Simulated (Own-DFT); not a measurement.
Simulation results for AlGa3N4 (wurtzite random alloy, strained, atoms displaced)

Computed with Own-DFT development build. A calculation, not a measurement: plane-wave PBE density functional theory by an unreviewed code, no spin, of a simulated periodic cell, stress positive in tension, free energy of the whole cell less one offset for each atom, forces on such cells passed a denser k mesh, this cell's mesh not checked; offsets are fitted by least squares, one for each functional and potential file, so energies compare only between cells with the same atoms and settings and are not formation energies; the far tail of each file's local potential was reset to the Coulomb form; each entry is a single point on an unrelaxed cell, so the pressure reflects the starting lattice, mostly measured values, from which strain is counted, and rises with the displacements; printed positions are rounded, which can move forces by about a meV/angstrom; the program is a retired in-house code; no spin-orbit coupling.

Common to all runs: functional PBE; potential files PseudoDojo norm-conserving, scalar-relativistic, standard set with the stringent files for Ga; wave cutoff 96 hartree; occupations Gaussian; smearing width 0.01 eV; k mesh 4 x 4 x 3 centred on Gamma.

(1) AlGa3N4 (wurtzite random alloy, strained, atoms displaced)

```
AlGa3N4
1.0
      9.3666     0.0000     0.0000
     -4.6833     8.1117     0.0000
      0.0000     0.0000    10.2685
Ga N Ga N Ga Al N Ga N Ga N Ga Al N Ga N Al Ga N Ga N Al N Al N Ga N Ga Al N Ga N Ga Al N Ga N Ga N Ga N
2 2 2 2 1 1 2 2 2 2 2 1 1 2 2 2 1 1 2 2 2 2 2 2 2 2 2 1 1 2 2 2 1 1 2 2 2 2 2 2 2
Direct
  0.11263 0.21497 0.00158
  0.21770 0.11718 0.25125
  0.11799 0.22142 0.18364
  0.21253 0.11905 0.43219
  0.11065 0.21884 0.49707
  0.21988 0.10971 0.76044
  0.10641 0.21743 0.68616
  0.20604 0.10560 0.93873
  0.10168 0.54924 0.98867
  0.22283 0.44813 0.25686
  0.11296 0.56576 0.18648
  0.22676 0.46284 0.43670
  0.11648 0.56748 0.49355
  0.21828 0.43609 0.74470
  0.11413 0.56419 0.69761
  0.22476 0.46596 0.94087
  0.11872 0.89311 0.00714
  0.22219 0.78100 0.24355
  0.11279 0.88693 0.18543
  0.21232 0.77079 0.43475
  0.11706 0.89597 0.50212
  0.22270 0.77536 0.74833
  0.11219 0.87969 0.69396
  0.22291 0.76939 0.93643
  0.45644 0.23615 0.98894
  0.56153 0.11730 0.24406
  0.43446 0.22136 0.19047
  0.56307 0.11771 0.44360
  0.45831 0.23213 0.49271
  0.55821 0.11472 0.74688
  0.44182 0.21505 0.69133
  0.55455 0.10797 0.94505
  0.45427 0.55659 0.00323
  0.56214 0.44888 0.24304
  0.43798 0.54854 0.18381
  0.55605 0.44412 0.43814
  0.44141 0.55101 0.49772
  0.55304 0.44580 0.74596
  0.43481 0.54781 0.68543
  0.56625 0.45577 0.93683
  0.44094 0.88260 0.99789
  0.56027 0.78215 0.25664
  0.45096 0.88173 0.18437
  0.55894 0.78134 0.43985
  0.44358 0.89299 0.49195
  0.55230 0.77001 0.74160
  0.44905 0.88164 0.70169
  0.56085 0.77806 0.93926
  0.77767 0.21590 0.99700
  0.89037 0.11487 0.25385
  0.78314 0.22251 0.19489
  0.89339 0.11610 0.44339
  0.78008 0.22320 0.49354
  0.88607 0.10825 0.74243
  0.77058 0.22450 0.69810
  0.87836 0.10031 0.93528
  0.78386 0.55593 0.99640
  0.89066 0.45431 0.25483
  0.77753 0.56351 0.18836
  0.89185 0.45363 0.43415
  0.78196 0.55321 0.50227
  0.89381 0.45523 0.74612
  0.77913 0.55016 0.69222
  0.88949 0.44959 0.93711
  0.78089 0.89296 0.00284
  0.89672 0.78335 0.24837
  0.78902 0.89891 0.18600
  0.88852 0.77663 0.44030
  0.77601 0.88054 0.49816
  0.89111 0.77744 0.74697
  0.77928 0.89404 0.69175
  0.89033 0.77725 0.93884
```

```
free energy of cell above offsets : -6.744 eV
pressure                          : 14.22 GPa
stress xx                         : -19.04 GPa
stress yy                         : -15.39 GPa
stress zz                         : -8.22 GPa
stress yz                         : 0.23 GPa
stress xz                         : 0.85 GPa
stress xy                         : 1.81 GPa
```

Force:
| element | x (eV/Å) | y (eV/Å) | z (eV/Å) |
| --- | --- | --- | --- |
| Ga | -3.161 | 2.634 | -0.227 |
| Ga | 1.369 | -1.476 | -0.46 |
| N | -3.359 | 1.63 | 1.566 |
| N | 4.265 | -1.034 | 0.977 |
| Ga | -1.349 | 2.349 | 1.424 |
| Ga | 0.083 | -0.639 | -2.068 |
| N | 0.696 | -0.065 | -0.286 |
| N | 3.379 | 0.501 | 0.007 |
| Ga | -0.237 | 1.636 | 2.609 |
| Al | -0.414 | 0.154 | -2.365 |
| N | -0.03 | -2.808 | 0.562 |
| N | 1.554 | -1.901 | -0.132 |
| Ga | -0.655 | -2.348 | 2.53 |
| Ga | -1.237 | 0.958 | 1.759 |
| N | 0.752 | -0.985 | -2.306 |
| N | 3.77 | -3.842 | -1.517 |
| Ga | -0.022 | -1.73 | -2.05 |
| Ga | 1.322 | 0.111 | 0.358 |
| N | -0.275 | 1.472 | 1.278 |
| N | 0.606 | 4.077 | -0.697 |
| Ga | -0.512 | -0.156 | 0.301 |
| Al | 1.011 | 0.906 | 1.482 |
| N | 0.164 | 1.376 | -1.051 |
| N | -0.44 | 2.388 | -0.377 |
| Ga | -0.813 | -1.807 | 1.519 |
| Ga | -0.93 | -1.042 | 0.008 |
| N | 1.966 | 0.344 | -0.987 |
| N | -1.712 | -0.452 | -1.282 |
| Al | -1.715 | -1.377 | 1.225 |
| Ga | -0.434 | -1.924 | 1.516 |
| N | -1.16 | 1.904 | -1.37 |
| N | -0.666 | -0.542 | -0.555 |
| Ga | -2.199 | 0.895 | -0.754 |
| Ga | -1.357 | -0.593 | 0.843 |
| N | -0.105 | 1.444 | 2.559 |
| N | -0.555 | 0.637 | 0.154 |
| Al | 0.195 | 0.714 | 0.124 |
| Al | 0.521 | -0.417 | 0.271 |
| N | 2.044 | -0.25 | -1.301 |
| N | -0.405 | -1.059 | -1.959 |
| Al | 0.697 | -0.297 | -0.288 |
| Al | 0.665 | -0.837 | -1.7 |
| N | -0.578 | 0.997 | 0.421 |
| N | -0.56 | -1.501 | -0.594 |
| Ga | -0.021 | -0.667 | 1.678 |
| Ga | 1.234 | -0.03 | 2.255 |
| N | -2.891 | 1.222 | -2.399 |
| N | -0.909 | 0.161 | -0.355 |
| Ga | -0.086 | 1.065 | 0.524 |
| Al | 1.005 | -0.05 | -0.424 |
| N | 0.251 | 1.687 | -0.3 |
| N | -0.448 | -1.095 | -1.743 |
| Ga | 0.493 | 1.172 | 1.86 |
| Ga | -0.894 | 1.147 | 1.506 |
| N | 2.304 | 1.081 | -2.218 |
| N | 1.297 | 2.276 | -0.543 |
| Ga | -0.381 | 1.254 | 0.949 |
| Al | 0.643 | -0.25 | -1.841 |
| N | 1.833 | -0.888 | -0.191 |
| N | 0.766 | -1.273 | 0.036 |
| Ga | -1.191 | 0.672 | 0.348 |
| Ga | 1.153 | -1.95 | 1.257 |
| N | -3.083 | 0.806 | -1.115 |
| N | -0.46 | -2.386 | -0.583 |
| Ga | 0.127 | -1.71 | -0.59 |
| Ga | -0.853 | -0.049 | 0.446 |
| N | -1.251 | -0.313 | 2.189 |
| N | 0.854 | 0.054 | -0.386 |
| Ga | -0.028 | 1.502 | 1.085 |
| Ga | -0.605 | 0.087 | 1.225 |
| N | 0.559 | -2.171 | -1.677 |
| N | 0.399 | 0.603 | -0.16 |

(2) AlGa3N4 (wurtzite random alloy, strained, atoms displaced)

```
AlGa3N4
1.0
      9.3666     0.0000     0.0000
     -4.6833     8.1117     0.0000
      0.0000     0.0000    10.2685
Ga N Al Ga N Ga N Al Ga N Al Ga N Ga N Ga N Ga N Al N Ga N Ga N Ga N Al Ga N Ga N Ga N Al Ga N Al N Ga N
2 2 1 1 2 2 2 1 1 2 1 1 2 2 2 2 2 2 2 2 2 2 2 2 2 2 2 1 1 2 2 2 2 2 1 1 2 2 2 2 2
Direct
  0.11635 0.22232 0.00171
  0.21394 0.11495 0.24730
  0.11009 0.21676 0.18798
  0.23407 0.10383 0.44187
  0.11689 0.21522 0.49059
  0.21859 0.10405 0.75239
  0.12033 0.22741 0.68791
  0.22069 0.10644 0.93459
  0.10370 0.54955 0.99898
  0.21369 0.44589 0.25722
  0.10980 0.54826 0.20031
  0.20924 0.44547 0.43680
  0.10395 0.54537 0.49929
  0.21969 0.44081 0.75356
  0.11261 0.55695 0.68434
  0.22485 0.44719 0.93601
  0.11148 0.89135 0.00534
  0.22391 0.77502 0.24682
  0.10261 0.88379 0.20177
  0.22374 0.77205 0.44292
  0.10991 0.88524 0.50532
  0.22773 0.78137 0.74773
  0.10150 0.88898 0.68318
  0.21229 0.77087 0.94267
  0.44152 0.22491 0.99759
  0.55220 0.10339 0.25924
  0.44993 0.22432 0.18468
  0.56494 0.11790 0.44207
  0.45167 0.22479 0.50016
  0.55687 0.11920 0.74098
  0.44456 0.21691 0.68466
  0.55544 0.11175 0.95039
  0.44273 0.55056 0.99782
  0.54318 0.43742 0.24277
  0.44302 0.55237 0.18477
  0.55661 0.43655 0.43937
  0.43179 0.55229 0.49610
  0.55593 0.44141 0.76147
  0.43952 0.55398 0.68068
  0.55892 0.44804 0.94163
  0.43657 0.88582 0.99626
  0.56054 0.78177 0.24954
  0.43058 0.87733 0.18331
  0.53865 0.76303 0.43041
  0.43153 0.87721 0.49686
  0.55792 0.78022 0.74999
  0.44635 0.88361 0.68364
  0.55126 0.77646 0.94299
  0.77750 0.21819 0.00038
  0.88916 0.11080 0.24739
  0.77315 0.21616 0.18112
  0.89598 0.11492 0.44493
  0.77896 0.23184 0.49814
  0.89591 0.11266 0.75316
  0.78548 0.22211 0.67543
  0.90125 0.11672 0.93524
  0.77324 0.55944 0.00303
  0.88998 0.45098 0.25215
  0.77594 0.55189 0.18988
  0.89405 0.44875 0.44851
  0.77886 0.55779 0.49640
  0.89646 0.45056 0.75542
  0.78445 0.55623 0.69157
  0.88426 0.43858 0.93912
  0.77707 0.88799 0.00205
  0.88210 0.78087 0.25649
  0.77672 0.89359 0.18649
  0.89407 0.77296 0.43713
  0.78244 0.89102 0.50213
  0.88247 0.77481 0.74614
  0.77396 0.88759 0.68839
  0.88708 0.78462 0.93191
```

```
free energy of cell above offsets : -8.355 eV
pressure                          : 13.29 GPa
stress xx                         : -15.53 GPa
stress yy                         : -13.51 GPa
stress zz                         : -10.82 GPa
stress yz                         : 0.58 GPa
stress xz                         : -0.96 GPa
stress xy                         : -0.59 GPa
```

Force:
| element | x (eV/Å) | y (eV/Å) | z (eV/Å) |
| --- | --- | --- | --- |
| Ga | -0.152 | 0.5 | -0.405 |
| Ga | 3.627 | -1.377 | 1.455 |
| N | -1.559 | 1.803 | -0.416 |
| N | -2.43 | 0.997 | -0.995 |
| Al | -0.087 | 0.81 | 1.721 |
| Ga | -0.012 | 0.802 | -1.171 |
| N | -0.168 | -1.251 | -1.523 |
| N | 0.192 | -0.475 | 1.357 |
| Ga | 0.548 | -0.038 | 1.049 |
| Ga | 2.739 | -0.924 | -1.048 |
| N | -1.797 | 1.145 | -2.694 |
| N | 1.557 | -2.28 | 0.9 |
| Al | -0.012 | 2.039 | 1.207 |
| Ga | 0.055 | 0.946 | -1.164 |
| N | 0.313 | 0.089 | -0.012 |
| N | 0.604 | -0.156 | 1.289 |
| Al | -0.542 | -0.897 | 0.045 |
| Ga | -1.647 | -0.358 | 1.724 |
| N | -0.432 | 0.119 | -2.35 |
| N | -2.27 | -1.591 | -1.013 |
| Ga | 0.972 | -0.186 | -1.576 |
| Ga | -0.956 | -0.583 | 0.205 |
| N | 1.341 | -0.355 | 1.664 |
| N | -0.831 | 1.051 | -0.579 |
| Ga | 0.95 | -0.771 | 0.748 |
| Ga | -0.275 | 0.324 | -1.822 |
| N | -1.108 | -0.58 | 0.695 |
| N | -0.589 | -2.119 | -0.488 |
| Ga | -0.224 | -0.413 | 0.207 |
| Ga | 2.497 | -1.447 | 1.422 |
| N | -1.488 | 1.14 | 0.998 |
| N | 0.579 | 0.334 | -2.235 |
| Al | -0.752 | 1.142 | 0.623 |
| Al | 1.362 | 0.593 | 1.423 |
| N | -0.176 | -0.282 | -0.357 |
| N | -0.493 | 2.298 | -1.626 |
| Ga | 1.514 | -1.182 | 0.373 |
| Ga | -0.261 | 0.508 | -2.987 |
| N | 0.991 | -0.011 | 1.585 |
| N | -1.506 | -0.169 | 0.25 |
| Ga | 0.326 | 0.218 | 0.431 |
| Ga | -1.306 | -1.122 | -0.83 |
| N | 1.942 | 1.608 | 0.463 |
| N | 1.575 | 2.223 | 0.735 |
| Ga | 2.147 | 1.869 | 0.614 |
| Ga | -0.292 | -1.148 | 0.463 |
| N | -0.739 | 1.326 | 0.567 |
| N | 1.381 | -0.426 | -0.256 |
| Al | -0.06 | -0.005 | -0.415 |
| Ga | -0.77 | 0.693 | 1.101 |
| N | 0.267 | 0.68 | 1.02 |
| N | 0.201 | -0.264 | -1.469 |
| Ga | 1.651 | -1.021 | -0.249 |
| Ga | -0.365 | 0.271 | -1.467 |
| N | -0.57 | 0.255 | 3.281 |
| N | -2.038 | -1.213 | 1.576 |
| Ga | 1.762 | 0.538 | 0.001 |
| Ga | -0.152 | -1.643 | 0.564 |
| N | -1.792 | 1.404 | 0.526 |
| N | -1.497 | 0.955 | -1.837 |
| Al | -0.235 | -0.845 | 1.094 |
| Ga | 0.028 | -1.063 | -1.112 |
| N | -1.365 | -0.765 | -1.419 |
| N | -0.564 | -0.383 | 0.782 |
| Al | -0.434 | 0.538 | -0.871 |
| Al | 0.719 | -0.874 | -0.838 |
| N | 1.384 | -1.083 | -0.474 |
| N | -1.655 | -0.073 | -0.166 |
| Ga | -0.968 | -0.678 | -0.43 |
| Ga | 0.222 | 0.172 | 0.49 |
| N | 0.466 | 0.535 | -0.304 |
| N | 0.655 | 0.125 | 1.95 |
